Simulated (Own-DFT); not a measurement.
# Computed records: SiC (2H silicon carbide, atoms displaced), SiC (4H silicon carbide, atoms displaced), SiC (4H silicon carbide, strained, atoms displaced), GaP (zincblende, strained, atoms displaced)

Computed with Own-DFT development build. A calculation, not a measurement: plane-wave PBE density functional theory by an unreviewed code, no spin, of a simulated periodic cell, stress positive in tension, free energy of the whole cell less one offset for each atom, forces on such cells passed a denser k mesh, this cell's mesh not checked; offsets are fitted by least squares, one for each functional and potential file, so energies compare only between cells with the same atoms and settings and are not formation energies; the far tail of each file's local potential was reset to the Coulomb form; each entry is a single point on an unrelaxed cell, so the pressure reflects the starting lattice, mostly measured values (interpolated for alloys), from which strain is counted, and rises with the displacements; printed positions are rounded, which can move forces by about a meV/angstrom; the program, named Own-DFT, is a retired in-house code; no spin-orbit coupling.

Common to all runs: functional PBE; potential files PseudoDojo norm-conserving, scalar-relativistic, standard set; wave cutoff 42 hartree; occupations Fermi-Dirac; smearing width 0.1 eV.

```json
{"entry": 1, "formula": "SiC", "kind": "2H silicon carbide, atoms displaced", "structure": {"cell_angstrom": [[6.1654, 0.0, 0.0], [-3.0827, 5.3394, 0.0], [0.0, 0.0, 10.0681]], "atoms_fractional": [["Si", 0.99789, 0.96146, 0.99549], ["Si", 0.15757, 0.33678, 0.25545], ["C", 0.02374, 0.00479, 0.19032], ["C", 0.18979, 0.33109, 0.41832], ["Si", 0.98967, 0.00069, 0.49527], ["Si", 0.17698, 0.3282, 0.75672], ["C", 0.02843, 0.03004, 0.70732], ["C", 0.16552, 0.31103, 0.94192], ["Si", 0.02547, 0.52025, 0.99787], ["Si", 0.19803, 0.84096, 0.25104], ["C", 0.99188, 0.49185, 0.18448], ["C", 0.18198, 0.81548, 0.43462], ["Si", 0.99043, 0.52714, 0.49672], ["Si", 0.18712, 0.84217, 0.7326], ["C", 0.96693, 0.49129, 0.69864], ["C", 0.11655, 0.80653, 0.94263], ["Si", 0.49784, 0.0315, 0.00611], ["Si", 0.66035, 0.30655, 0.24034], ["C", 0.49727, 0.01232, 0.18963], ["C", 0.6702, 0.3415, 0.42811], ["Si", 0.49631, 0.01787, 0.50061], ["Si", 0.66498, 0.36427, 0.74309], ["C", 0.51838, 0.99792, 0.70377], ["C", 0.66128, 0.35335, 0.95004], ["Si", 0.47882, 0.49067, 0.00356], ["Si", 0.66097, 0.83376, 0.25926], ["C", 0.48683, 0.51221, 0.17683], ["C", 0.69509, 0.84459, 0.44481], ["Si", 0.51219, 0.5088, 0.50969], ["Si", 0.67997, 0.85626, 0.75081], ["C", 0.52055, 0.53534, 0.69131], ["C", 0.64239, 0.79869, 0.93992]]}, "settings": {"hardware": "one NVIDIA H100", "k_mesh": "5 x 5 x 3 centred on Gamma"}, "results": {"free_energy_of_cell_above_offsets [eV]": "6.929", "pressure [GPa]": 13.12, "stress_xx [GPa]": -11.55, "stress_yy [GPa]": -17.0, "stress_zz [GPa]": -10.8, "stress_yz [GPa]": -0.36, "stress_xz [GPa]": 0.01, "stress_xy [GPa]": 0.42, "force_element": ["Si", "Si", "C", "C", "Si", "Si", "C", "C", "Si", "Si", "C", "C", "Si", "Si", "C", "C", "Si", "Si", "C", "C", "Si", "Si", "C", "C", "Si", "Si", "C", "C", "Si", "Si", "C", "C"], "force_x [eV/angstrom]": [-9.308, 1.489, -1.728, -0.966, 5.302, -1.508, -0.156, -2.012, -0.743, -5.083, 0.683, -1.228, 2.281, -2.333, 5.862, 9.853, 1.321, -1.814, 2.967, -0.345, 2.83, -0.692, -4.251, 2.022, 0.626, 2.549, 0.838, -5.827, -1.327, 3.394, -1.926, -0.771], "force_y [eV/angstrom]": [5.804, -0.392, -0.981, 0.279, 4.13, 5.104, -4.983, 0.173, -6.414, -2.457, 1.054, 4.371, -5.625, -1.637, 3.056, 1.187, -3.309, 7.758, -3.646, -0.284, -0.702, -3.679, 3.718, -0.943, 0.451, -0.361, -0.53, -2.407, -0.274, -1.372, -1.932, 4.844], "force_z [eV/angstrom]": [4.41, -6.397, 0.171, 8.546, 1.524, 1.38, -4.981, -0.98, 1.663, -0.44, 0.772, 0.301, 1.673, 3.725, -3.479, -5.513, -2.044, 1.292, -1.065, 1.439, 0.867, 4.729, -3.856, -2.399, -0.416, -2.688, 4.537, -1.052, -3.104, 3.519, -1.294, -0.842], "wall_time [s]": 122.0}}
{"entry": 2, "formula": "SiC", "kind": "4H silicon carbide, atoms displaced", "structure": {"cell_angstrom": [[6.1654, 0.0, 0.0], [-3.0827, 5.3394, 0.0], [0.0, 0.0, 10.0681]], "atoms_fractional": [["Si", 0.0146, 0.03049, 0.3981], ["Si", 0.18822, 0.35646, 0.16122], ["C", 0.00214, 0.00914, 0.12107], ["C", 0.16114, 0.33925, 0.33238], ["Si", 0.99085, 0.49333, 0.40345], ["Si", 0.14734, 0.80661, 0.14985], ["C", 0.03141, 0.51013, 0.09152], ["C", 0.1543, 0.82655, 0.32991], ["Si", 0.48009, 0.98509, 0.41412], ["Si", 0.67685, 0.33135, 0.14852], ["C", 0.48368, 0.99146, 0.09067], ["C", 0.67982, 0.33298, 0.32738], ["Si", 0.53087, 0.50905, 0.3962], ["Si", 0.65506, 0.84455, 0.14659], ["C", 0.47522, 0.47601, 0.10163], ["C", 0.69657, 0.84517, 0.34538], ["Si", 0.97921, 0.99635, 0.89831], ["Si", 0.8328, 0.65052, 0.66297], ["C", 0.97832, 0.00974, 0.5956], ["C", 0.82605, 0.67176, 0.83229], ["Si", 0.9634, 0.49095, 0.90093], ["Si", 0.79277, 0.11958, 0.66636], ["C", 0.98644, 0.5263, 0.60716], ["C", 0.81888, 0.17989, 0.85676], ["Si", 0.50515, 0.026, 0.91476], ["Si", 0.3303, 0.65363, 0.66138], ["C", 0.52421, 0.99993, 0.59443], ["C", 0.31629, 0.67614, 0.86034], ["Si", 0.4923, 0.49367, 0.9054], ["Si", 0.34372, 0.15697, 0.66813], ["C", 0.48315, 0.51543, 0.59452], ["C", 0.33703, 0.16811, 0.85775]]}, "settings": {"hardware": "one NVIDIA H100", "k_mesh": "5 x 5 x 3 centred on Gamma"}, "results": {"free_energy_of_cell_above_offsets [eV]": "5.706", "pressure [GPa]": 11.11, "stress_xx [GPa]": -13.69, "stress_yy [GPa]": -8.91, "stress_zz [GPa]": -10.72, "stress_yz [GPa]": -2.08, "stress_xz [GPa]": 1.57, "stress_xy [GPa]": 1.2, "force_element": ["Si", "Si", "C", "C", "Si", "Si", "C", "C", "Si", "Si", "C", "C", "Si", "Si", "C", "C", "Si", "Si", "C", "C", "Si", "Si", "C", "C", "Si", "Si", "C", "C", "Si", "Si", "C", "C"], "force_x [eV/angstrom]": [0.801, -3.206, -0.618, 1.529, 0.422, -0.601, -3.944, 1.082, 1.993, -0.666, 0.047, -1.232, -2.303, 2.471, 6.002, -4.059, 1.498, -7.78, 4.655, -1.37, 3.639, 4.571, 7.755, 1.609, -0.367, -4.057, -7.96, 1.549, -2.07, -2.469, 5.52, -2.44], "force_y [eV/angstrom]": [-2.443, -4.162, -1.209, 2.376, 1.487, 5.08, -3.406, 0.508, 0.324, -0.127, 1.479, -1.428, 0.284, -1.462, 4.284, -1.0, 1.1, 4.51, -1.23, -0.305, 4.029, 6.536, -5.075, -3.136, -4.41, 1.682, -2.811, -0.609, 1.94, 1.171, -3.88, -0.096], "force_z [eV/angstrom]": [1.351, -0.829, -4.781, 3.988, 1.098, 1.06, -2.283, 3.927, -3.31, 0.209, 1.057, 3.463, 0.97, 2.726, -3.504, -0.817, 3.036, -2.785, -0.016, 4.801, 1.797, 2.198, -4.372, -2.763, 0.114, 1.739, -1.302, -2.564, 1.382, -1.86, -1.264, -2.466], "wall_time [s]": 121.9}}
{"entry": 3, "formula": "SiC", "kind": "4H silicon carbide, strained, atoms displaced", "structure": {"cell_angstrom": [[9.0962, 0.1744, 0.1806], [-4.3971, 8.0432, -0.2413], [0.1966, -0.1899, 9.9773]], "atoms_fractional": [["Si", 0.00469, 0.00762, 0.40337], ["Si", 0.1133, 0.22431, 0.15234], ["C", 0.01037, 0.00252, 0.09514], ["C", 0.10902, 0.21871, 0.34768], ["Si", 0.9916, 0.33202, 0.40999], ["Si", 0.10425, 0.54852, 0.1576], ["C", 0.99998, 0.33549, 0.08889], ["C", 0.1081, 0.55432, 0.34748], ["Si", 0.99825, 0.66523, 0.40373], ["Si", 0.10438, 0.88154, 0.15914], ["C", 0.00526, 0.67584, 0.09556], ["C", 0.10809, 0.88952, 0.34472], ["Si", 0.33378, 0.00335, 0.40036], ["Si", 0.43839, 0.21888, 0.15755], ["C", 0.33478, 0.0119, 0.10057], ["C", 0.43928, 0.21601, 0.34817], ["Si", 0.34013, 0.33199, 0.40065], ["Si", 0.44296, 0.55103, 0.15442], ["C", 0.34396, 0.34197, 0.09497], ["C", 0.43901, 0.55103, 0.33961], ["Si", 0.33595, 0.66228, 0.40623], ["Si", 0.43977, 0.89495, 0.15921], ["C", 0.33401, 0.66475, 0.09633], ["C", 0.4383, 0.89103, 0.33904], ["Si", 0.67195, 0.00951, 0.40997], ["Si", 0.75882, 0.21662, 0.15791], ["C", 0.66125, 0.99971, 0.10086], ["C", 0.7704, 0.21553, 0.34241], ["Si", 0.6575, 0.33771, 0.39869], ["Si", 0.7978, 0.56748, 0.1527], ["C", 0.66129, 0.3293, 0.09725], ["C", 0.77973, 0.55102, 0.352], ["Si", 0.66591, 0.65765, 0.40633], ["Si", 0.78436, 0.88586, 0.15282], ["C", 0.67902, 0.67613, 0.10082], ["C", 0.78193, 0.8971, 0.33698], ["Si", 0.00767, 0.99563, 0.89982], ["Si", 0.88093, 0.77463, 0.65639], ["C", 0.00309, 0.01026, 0.60595], ["C", 0.88224, 0.77584, 0.84117], ["Si", 0.00119, 0.67273, 0.90826], ["Si", 0.89282, 0.44334, 0.65351], ["C", 0.00034, 0.66247, 0.59909], ["C", 0.88622, 0.4561, 0.84585], ["Si", 0.00261, 0.33482, 0.90153], ["Si", 0.87977, 0.10835, 0.65481], ["C", 0.00412, 0.3424, 0.60444], ["C", 0.88567, 0.11742, 0.8418], ["Si", 0.66436, 0.99784, 0.90722], ["Si", 0.54571, 0.77872, 0.65637], ["C", 0.66911, 0.00026, 0.59687], ["C", 0.55546, 0.78256, 0.83724], ["Si", 0.66224, 0.66747, 0.90943], ["Si", 0.55531, 0.44931, 0.65408], ["C", 0.66494, 0.66505, 0.596], ["C", 0.55423, 0.43601, 0.84233], ["Si", 0.67597, 0.33775, 0.90712], ["Si", 0.55302, 0.10546, 0.65965], ["C", 0.65515, 0.32037, 0.58955], ["C", 0.55761, 0.11244, 0.84354], ["Si", 0.33268, 0.99496, 0.90771], ["Si", 0.23272, 0.78549, 0.65909], ["C", 0.33795, 0.00877, 0.59683], ["C", 0.21937, 0.77852, 0.84261], ["Si", 0.32893, 0.65979, 0.90357], ["Si", 0.22443, 0.45134, 0.65268], ["C", 0.32447, 0.66021, 0.58941], ["C", 0.22481, 0.44415, 0.85569], ["Si", 0.32822, 0.33514, 0.90022], ["Si", 0.22425, 0.1184, 0.65584], ["C", 0.34202, 0.34218, 0.59614], ["C", 0.22733, 0.11228, 0.83607]]}, "settings": {"hardware": "one NVIDIA H100", "k_mesh": "4 x 4 x 3 centred on Gamma"}, "results": {"free_energy_of_cell_above_offsets [eV]": "-4.293", "pressure [GPa]": 7.79, "stress_xx [GPa]": -12.82, "stress_yy [GPa]": -1.22, "stress_zz [GPa]": -9.34, "stress_yz [GPa]": -7.02, "stress_xz [GPa]": 6.71, "stress_xy [GPa]": 8.7, "force_element": ["Si", "Si", "C", "C", "Si", "Si", "C", "C", "Si", "Si", "C", "C", "Si", "Si", "C", "C", "Si", "Si", "C", "C", "Si", "Si", "C", "C", "Si", "Si", "C", "C", "Si", "Si", "C", "C", "Si", "Si", "C", "C", "Si", "Si", "C", "C", "Si", "Si", "C", "C", "Si", "Si", "C", "C", "Si", "Si", "C", "C", "Si", "Si", "C", "C", "Si", "Si", "C", "C", "Si", "Si", "C", "C", "Si", "Si", "C", "C", "Si", "Si", "C", "C"], "force_x [eV/angstrom]": [-1.427, -0.072, -1.104, 0.463, 0.511, 1.414, -0.833, 1.255, -0.097, 1.063, 1.552, 1.102, -0.97, 0.309, -0.35, 1.228, -3.438, 0.562, -1.274, 2.442, -2.424, 1.189, -0.907, 2.304, -0.922, 3.406, 0.736, 0.119, 1.972, -3.037, -0.361, 0.437, -1.85, -1.312, -0.903, 0.763, -1.793, 1.191, 0.789, 0.274, -0.589, -4.192, -0.044, 2.108, -1.53, 0.765, 1.85, 0.877, 0.051, 1.467, -0.706, -0.483, 0.567, 1.285, -0.702, -0.998, -1.704, -1.0, 1.141, -0.197, 0.033, -2.988, 0.446, 0.79, 0.173, 0.238, 1.522, -1.861, 3.3, -0.154, -1.066, -0.406], "force_y [eV/angstrom]": [-0.881, 0.379, -0.318, 1.445, 0.379, 0.846, -1.11, -0.94, 1.12, 3.059, -1.411, -0.945, -0.894, 2.129, -3.188, 0.27, 0.948, 2.172, -2.106, -0.607, 1.47, -1.308, 0.694, -1.223, -1.773, 0.246, -0.851, 1.638, -1.768, -2.661, 1.9, 0.361, 2.486, 2.801, -2.564, -1.45, 1.157, 0.96, -1.846, 0.291, -0.255, 1.483, 1.134, -0.735, 0.075, 1.844, -2.858, -1.125, 1.075, -0.164, -1.259, -1.218, -0.619, -0.838, 0.278, 1.749, -1.175, 1.828, 1.608, -0.301, 1.911, 0.011, -1.849, -0.379, 1.935, -1.088, 1.376, 0.706, -1.362, 0.399, -0.945, -0.151], "force_z [eV/angstrom]": [1.555, 0.707, -1.445, -0.788, -0.288, -0.029, 0.82, -0.775, 2.345, 0.369, -0.869, 0.246, 2.217, 0.151, -1.578, -2.041, 1.71, 0.137, -1.039, 0.672, -1.122, -1.184, -0.648, 2.179, -1.167, -0.35, -1.703, 0.681, 2.094, 1.366, -0.522, -2.519, -0.143, 0.516, -1.534, 2.031, 0.369, -0.28, -2.716, 1.264, -1.18, 1.143, -1.149, -0.081, 0.663, 1.354, -2.238, 0.889, 0.545, -1.187, -1.129, 1.977, -0.656, 0.87, -0.836, 0.644, 0.1, -0.567, 0.122, 1.063, 0.015, -1.298, -1.305, 1.206, 1.419, 1.358, 0.808, -3.339, 1.543, -0.534, -1.207, 2.298], "wall_time [s]": 348.2}}
{"entry": 4, "formula": "GaP", "kind": "zincblende, strained, atoms displaced", "structure": {"cell_angstrom": [[10.862, 0.0, 0.0], [0.0, 10.862, 0.0], [0.0, 0.0, 10.9439]], "atoms_fractional": [["Ga", 0.99726, 0.00231, 0.9995], ["Ga", 0.99809, 0.25101, 0.25692], ["Ga", 0.25377, 0.99584, 0.24817], ["Ga", 0.24936, 0.2487, 0.99711], ["P", 0.12174, 0.12272, 0.12143], ["P", 0.12845, 0.37857, 0.37524], ["P", 0.3717, 0.12787, 0.37623], ["P", 0.37933, 0.37415, 0.11843], ["Ga", 0.99977, 0.99912, 0.49792], ["Ga", 0.00147, 0.25172, 0.74968], ["Ga", 0.24878, 0.99744, 0.75123], ["Ga", 0.25115, 0.24914, 0.49687], ["P", 0.12283, 0.12614, 0.62734], ["P", 0.1214, 0.37318, 0.87509], ["P", 0.37391, 0.12322, 0.87462], ["P", 0.37032, 0.37296, 0.6265], ["Ga", 0.00274, 0.50089, 0.99787], ["Ga", 0.99485, 0.74686, 0.25142], ["Ga", 0.24197, 0.49378, 0.2495], ["Ga", 0.24909, 0.75232, 0.00159], ["P", 0.12928, 0.62689, 0.12355], ["P", 0.13027, 0.8762, 0.37234], ["P", 0.37666, 0.62987, 0.37266], ["P", 0.37338, 0.87828, 0.12204], ["Ga", 0.00705, 0.49851, 0.50091], ["Ga", 0.99878, 0.74682, 0.746], ["Ga", 0.25407, 0.50087, 0.74717], ["Ga", 0.24945, 0.75338, 0.50011], ["P", 0.12877, 0.62604, 0.62597], ["P", 0.12515, 0.87411, 0.87129], ["P", 0.37616, 0.62695, 0.87482], ["P", 0.37269, 0.8728, 0.62998], ["Ga", 0.50018, 0.00107, 0.99943], ["Ga", 0.50067, 0.24945, 0.25268], ["Ga", 0.74796, 0.99623, 0.25136], ["Ga", 0.75284, 0.24837, 0.00021], ["P", 0.62722, 0.12254, 0.1265], ["P", 0.62846, 0.37124, 0.37569], ["P", 0.87732, 0.12631, 0.37172], ["P", 0.87129, 0.37105, 0.12556], ["Ga", 0.4991, 0.99799, 0.50284], ["Ga", 0.50059, 0.25179, 0.75344], ["Ga", 0.75095, 0.00052, 0.74636], ["Ga", 0.74658, 0.25061, 0.49899], ["P", 0.62883, 0.12311, 0.62513], ["P", 0.6284, 0.37222, 0.87667], ["P", 0.87325, 0.12863, 0.87209], ["P", 0.87059, 0.37573, 0.62544], ["Ga", 0.50591, 0.50197, 0.00094], ["Ga", 0.50145, 0.74985, 0.24783], ["Ga", 0.75424, 0.5011, 0.24964], ["Ga", 0.74472, 0.75232, 0.00441], ["P", 0.62579, 0.62516, 0.12376], ["P", 0.62782, 0.86791, 0.37867], ["P", 0.87657, 0.62407, 0.37447], ["P", 0.87702, 0.87745, 0.12538], ["Ga", 0.50098, 0.49957, 0.49908], ["Ga", 0.49641, 0.75319, 0.7492], ["Ga", 0.75016, 0.50029, 0.75148], ["Ga", 0.74681, 0.75151, 0.50113], ["P", 0.62375, 0.62356, 0.62783], ["P", 0.62542, 0.87581, 0.8736], ["P", 0.86839, 0.62598, 0.87189], ["P", 0.87837, 0.87982, 0.62368]]}, "settings": {"k_mesh": "3 x 3 x 3 centred on Gamma"}, "results": {"free_energy_of_cell_above_offsets [eV]": "-35.047", "pressure [GPa]": 3.13, "stress_xx [GPa]": -3.26, "stress_yy [GPa]": -3.34, "stress_zz [GPa]": -2.8, "stress_yz [GPa]": 0.17, "stress_xz [GPa]": 0.1, "stress_xy [GPa]": -0.16, "force_element": ["Ga", "Ga", "Ga", "Ga", "P", "P", "P", "P", "Ga", "Ga", "Ga", "Ga", "P", "P", "P", "P", "Ga", "Ga", "Ga", "Ga", "P", "P", "P", "P", "Ga", "Ga", "Ga", "Ga", "P", "P", "P", "P", "Ga", "Ga", "Ga", "Ga", "P", "P", "P", "P", "Ga", "Ga", "Ga", "Ga", "P", "P", "P", "P", "Ga", "Ga", "Ga", "Ga", "P", "P", "P", "P", "Ga", "Ga", "Ga", "Ga", "P", "P", "P", "P"], "force_x [eV/angstrom]": [0.075, 0.509, -0.436, -0.066, 0.451, -0.591, 0.602, -0.465, 0.43, -0.482, -0.012, -0.503, 0.329, 0.722, 0.122, 0.839, -0.607, 0.8, 1.564, 0.149, -0.782, -0.812, -0.455, 0.707, -0.721, -0.095, -0.455, 0.25, -0.171, -0.549, 0.009, 0.002, 0.156, -0.023, 0.259, -0.35, -0.289, -0.465, -0.689, 0.843, -0.028, -0.051, 0.143, 0.704, -0.759, -0.179, 0.213, 0.642, -0.396, -0.18, -0.379, 0.621, 0.093, -0.776, -0.145, -0.329, -0.235, 0.546, -0.291, 0.806, -0.054, -0.086, 0.673, -0.354], "force_y [eV/angstrom]": [-0.186, 0.129, 0.866, -0.037, 0.447, -0.968, -0.768, -0.008, 0.385, 0.047, 0.452, 0.053, -0.191, 0.468, 0.1, 0.009, 0.122, 0.402, 0.879, -0.024, -0.225, -0.264, -0.795, -0.481, 0.239, 0.227, -0.058, -0.266, -0.095, -0.142, -0.195, 0.505, 0.085, 0.01, 0.148, -0.218, 0.132, 0.805, -0.454, 0.592, 0.045, -0.328, -0.077, -0.427, 0.341, 0.327, -0.474, -0.013, -0.15, 0.207, -0.236, 0.163, -0.077, 0.965, -0.099, -0.388, -0.033, -0.445, -0.198, -0.645, 0.205, 0.107, 0.254, -0.752], "force_z [eV/angstrom]": [-0.594, -0.958, -0.078, 0.198, 0.777, 0.327, -0.303, 0.741, -0.208, -0.175, -0.133, 0.675, -0.501, -0.254, -0.131, -0.409, 0.215, -0.327, -0.687, -0.52, 0.254, 0.156, 0.1, 0.13, 0.302, 0.316, 0.716, -0.112, -0.271, 0.523, 0.284, -0.717, -0.08, -0.437, 0.108, 0.091, -0.026, -0.336, 0.718, 0.007, -0.113, -0.32, 0.514, 0.17, -0.08, 0.002, 0.046, -0.291, -0.545, -0.127, -0.008, -0.483, 0.585, -0.584, 0.706, -0.016, -0.004, 0.311, -0.164, 0.612, -0.153, -0.025, 0.68, -0.092]}}
{"entry": 5, "formula": "GaP", "kind": "zincblende, strained, atoms displaced", "structure": {"cell_angstrom": [[10.862, 0.0, 0.0], [0.0, 10.862, 0.0], [0.0, 0.0, 10.9439]], "atoms_fractional": [["Ga", 0.00031, 0.00444, 0.99713], ["Ga", 0.99981, 0.24972, 0.24941], ["Ga", 0.2464, 0.00358, 0.25249], ["Ga", 0.24983, 0.25045, 0.00018], ["P", 0.12172, 0.12372, 0.12587], ["P", 0.12369, 0.37409, 0.37215], ["P", 0.37491, 0.12816, 0.37686], ["P", 0.37036, 0.3796, 0.12617], ["Ga", 0.99736, 0.9977, 0.50223], ["Ga", 0.99747, 0.25064, 0.7537], ["Ga", 0.25125, 0.99986, 0.75257], ["Ga", 0.25438, 0.25047, 0.50522], ["P", 0.13017, 0.12412, 0.62469], ["P", 0.12594, 0.37516, 0.87184], ["P", 0.37899, 0.1228, 0.87657], ["P", 0.36917, 0.37509, 0.62426], ["Ga", 0.99701, 0.50202, 0.99952], ["Ga", 0.00121, 0.7516, 0.25202], ["Ga", 0.24811, 0.49764, 0.2516], ["Ga", 0.25472, 0.74588, 0.00045], ["P", 0.12383, 0.62462, 0.12493], ["P", 0.12237, 0.87573, 0.37024], ["P", 0.3784, 0.62769, 0.37064], ["P", 0.37533, 0.88019, 0.12263], ["Ga", 0.00085, 0.49417, 0.4967], ["Ga", 0.00012, 0.74776, 0.7487], ["Ga", 0.24861, 0.49823, 0.75666], ["Ga", 0.24974, 0.74932, 0.4964], ["P", 0.12366, 0.62221, 0.62521], ["P", 0.1229, 0.87666, 0.87103], ["P", 0.3715, 0.62707, 0.87916], ["P", 0.37581, 0.8769, 0.62354], ["Ga", 0.5032, 0.00215, 0.99613], ["Ga", 0.50215, 0.25118, 0.2499], ["Ga", 0.75779, 0.00226, 0.24873], ["Ga", 0.75427, 0.25104, 0.00022], ["P", 0.62666, 0.12626, 0.11953], ["P", 0.62112, 0.3755, 0.37678], ["P", 0.8823, 0.12632, 0.37508], ["P", 0.87153, 0.37445, 0.12263], ["Ga", 0.49949, 0.99711, 0.49672], ["Ga", 0.49773, 0.2495, 0.74523], ["Ga", 0.75341, 0.00147, 0.74845], ["Ga", 0.74472, 0.24693, 0.50025], ["P", 0.62389, 0.12497, 0.62213], ["P", 0.62359, 0.38288, 0.87816], ["P", 0.87207, 0.12697, 0.87736], ["P", 0.87076, 0.37149, 0.63272], ["Ga", 0.49983, 0.5007, 0.99756], ["Ga", 0.49819, 0.74783, 0.25326], ["Ga", 0.7499, 0.49852, 0.25363], ["Ga", 0.75088, 0.74627, 0.00122], ["P", 0.62633, 0.62862, 0.12535], ["P", 0.62279, 0.87442, 0.3679], ["P", 0.8731, 0.62725, 0.37346], ["P", 0.87514, 0.87307, 0.12535], ["Ga", 0.49821, 0.50458, 0.49985], ["Ga", 0.49999, 0.74768, 0.74754], ["Ga", 0.74818, 0.49999, 0.74536], ["Ga", 0.74937, 0.75185, 0.50498], ["P", 0.62422, 0.62438, 0.61837], ["P", 0.62843, 0.87226, 0.87681], ["P", 0.87093, 0.62153, 0.86688], ["P", 0.87312, 0.8737, 0.6246]]}, "settings": {"hardware": "one NVIDIA H100", "k_mesh": "3 x 3 x 3 centred on Gamma"}, "results": {"stress_yy [GPa]": null}}
```

**Q.** Give the missing stress yy for GaP (zincblende, strained, atoms displaced) (entry 5).
**A.** -3.36 GPa

Further results for GaP (zincblende, strained, atoms displaced) (entry 5):

```
free energy of cell above offsets : -34.986 eV
pressure                          : 3.14 GPa
stress xx                         : -3.32 GPa
stress zz                         : -2.73 GPa
stress yz                         : -0.34 GPa
stress xz                         : 0.27 GPa
stress xy                         : -0.42 GPa
wall time                         : 506.7 s
```

Force:
| element | x (eV/Å) | y (eV/Å) | z (eV/Å) |
| --- | --- | --- | --- |
| Ga | -0.188 | -0.679 | 0.233 |
| Ga | -0.023 | 0.307 | -0.397 |
| Ga | 0.475 | -0.107 | -0.281 |
| Ga | -0.002 | -0.129 | 0.051 |
| P | 0.342 | 0.393 | -0.263 |
| P | 0.393 | -0.424 | 0.46 |
| P | 0.068 | -0.191 | -0.261 |
| P | 0.672 | -0.55 | -0.228 |
| Ga | 0.595 | 0.113 | -0.063 |
| Ga | 0.446 | -0.401 | -0.328 |
| Ga | 0.138 | -0.003 | -0.189 |
| Ga | -0.762 | -0.133 | -0.839 |
| P | -0.804 | 0.035 | 0.273 |
| P | -0.497 | -0.267 | 0.88 |
| P | -0.462 | 0.541 | -0.318 |
| P | 0.82 | 0.806 | 0.422 |
| Ga | 0.117 | -0.154 | -0.251 |
| Ga | -0.275 | -0.332 | -0.501 |
| Ga | -0.06 | 0.565 | -0.058 |
| Ga | -0.921 | 1.064 | 0.425 |
| P | 0.032 | 0.079 | 0.057 |
| P | 0.287 | 0.061 | 0.855 |
| P | -0.931 | -0.641 | 0.549 |
| P | -0.029 | -0.293 | 0.395 |
| Ga | -0.598 | 0.371 | 0.464 |
| Ga | -0.04 | 0.111 | -0.023 |
| Ga | 0.174 | 0.501 | -0.66 |
| Ga | -0.11 | 0.117 | 0.243 |
| P | 0.305 | -0.041 | -0.281 |
| P | 0.204 | -0.42 | 0.543 |
| P | 0.764 | -0.485 | -0.945 |
| P | -0.207 | -0.369 | 0.082 |
| Ga | 0.145 | -0.498 | 0.301 |
| Ga | -0.329 | -0.084 | -0.418 |
| Ga | -0.614 | 0.012 | -0.045 |
| Ga | -0.91 | 0.279 | -0.237 |
| P | 0.145 | 0.034 | 0.678 |
| P | 0.313 | 0.05 | 0.042 |
| P | -0.864 | 0.024 | 0.337 |
| P | 0.541 | 0.283 | 0.576 |
| Ga | 0.138 | 0.135 | -0.092 |
| Ga | 0.266 | 0.339 | 0.526 |
| Ga | -0.535 | -0.107 | 0.194 |
| Ga | 0.666 | 0.34 | -0.198 |
| P | -0.135 | -0.504 | 0.311 |
| P | 0.219 | -1.121 | -0.792 |
| P | 0.334 | -0.181 | -0.412 |
| P | 0.291 | -0.032 | -1.27 |
| Ga | -0.241 | 0.454 | 0.799 |
| Ga | 0.238 | 0.68 | -1.193 |
| Ga | -0.247 | 0.181 | -0.372 |
| Ga | 0.28 | 0.173 | -0.24 |
| P | -0.361 | -0.718 | 0.217 |
| P | 0.701 | 0.316 | 0.709 |
| P | 0.251 | -0.22 | 0.544 |
| P | 0.384 | 0.156 | -0.439 |
| Ga | -0.364 | -0.562 | -0.146 |
| Ga | -0.002 | 0.219 | 0.215 |
| Ga | -0.53 | 0.006 | 0.162 |
| Ga | -0.237 | 0.091 | -1.103 |
| P | -0.016 | 0.055 | 0.801 |
| P | -0.138 | 0.147 | -0.53 |
| P | 0.37 | 0.455 | 0.752 |
| P | 0.32 | 0.155 | 0.277 |
